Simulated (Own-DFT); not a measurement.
# One host, several defects: 4H SiC

The numbers are computed, not measured, by runs of the plane-wave DFT program Own-DFT (in-house, retired, unreviewed) at fixed positions, with no spin and no spin-orbit coupling.

Common settings: PBE; PseudoDojo norm-conserving scalar-relativistic files; cutoff 42 hartree; 4 x 4 x 3 k mesh centred on Gamma; Fermi-Dirac smearing of 0.1 eV.

Keep in mind (not all hold for every row): not probed for a lower state with spin; forces on such cells failed a check on a denser k mesh; forces on such cells passed a denser k mesh, each cell not checked; stress not checked against mesh or cutoff.

All runs share one cell, with vectors in Å (9.248, 0.000, 0.000); (-4.624, 8.009, 0.000); (0.000, 0.000, 10.068) and a volume of 745.7 Å³. The atoms are randomly displaced, by u rms on each axis. The defect's site can differ from row to row.

| cell | formula | u (Å) | P (GPa) |
|---|---|---|---|
| no defect | C36Si36 | 0.0275 | 3.63 |
| no defect | C36Si36 | 0.0279 | 3.59 |
| no defect | C36Si36 | 0.0613 | 5.76 |
| two Al on a Si site each | Al2C36Si34 | 0.0316 | 5.75 |
| two Al on a Si site each | Al2C36Si34 | 0.0329 | ? |
| two Al on a Si site each | Al2C36Si34 | 0.0513 | 7.43 |
| two Al on a Si site each | Al2C36Si34 | 0.0523 | 7.31 |
| one C on a Si site and one Si on a C site | C36Si36 | 0.0279 | 6.98 |
| one C on a Si site and one Si on a C site | C36Si36 | 0.0289 | 7.74 |
| one C on a Si site and one Si on a C site | C36Si36 | 0.0522 | 9.12 |
| one C vacancy | C35Si36 | 0.0272 | 3.31 |
| one C vacancy | C35Si36 | 0.0454 | 4.26 |
| one C vacancy | C35Si36 | 0.0492 | 4.71 |
| two N on a C site each | C34N2Si36 | 0.0288 | 2.67 |
| two N on a C site each | C34N2Si36 | 0.0429 | 3.32 |
| two N on a C site each | C34N2Si36 | 0.0486 | 4.08 |

## Working it out

P = P0 + c u² + a shift for each defect gives P0 = 2.89 GPa, c = 817 ± 63 GPa/Å² and a scatter of 0.23 GPa. The shifts, and each times the cell's volume:

- one C on a Si site and one Si on a C site: 3.88 ± 0.19 GPa, 18.1 eV
- two Al on a Si site each: 2.21 ± 0.19 GPa, 10.3 eV (5.1 eV for each of its 2 sites)
- one C vacancy: -0.22 ± 0.19 GPa, -1.0 eV (not resolved)
- two N on a C site each: -0.90 ± 0.19 GPa, -4.2 eV (-2.1 eV for each of its 2 sites)

A positive shift means that the defect pushes the cell outwards. Shift times volume (160.2 GPa Å³ is 1 eV) depends little on the cell's size, so, taken for each site, it can be compared between cells at like pressure. The atoms around the defects weren't relaxed, which would change these numbers.

## The run left out

Q: what pressure belongs in the blank (two Al on a Si site each, u = 0.0329 Å)?

The fit gives 5.98 ± 0.27 GPa. DFT gave 6.06 GPa.
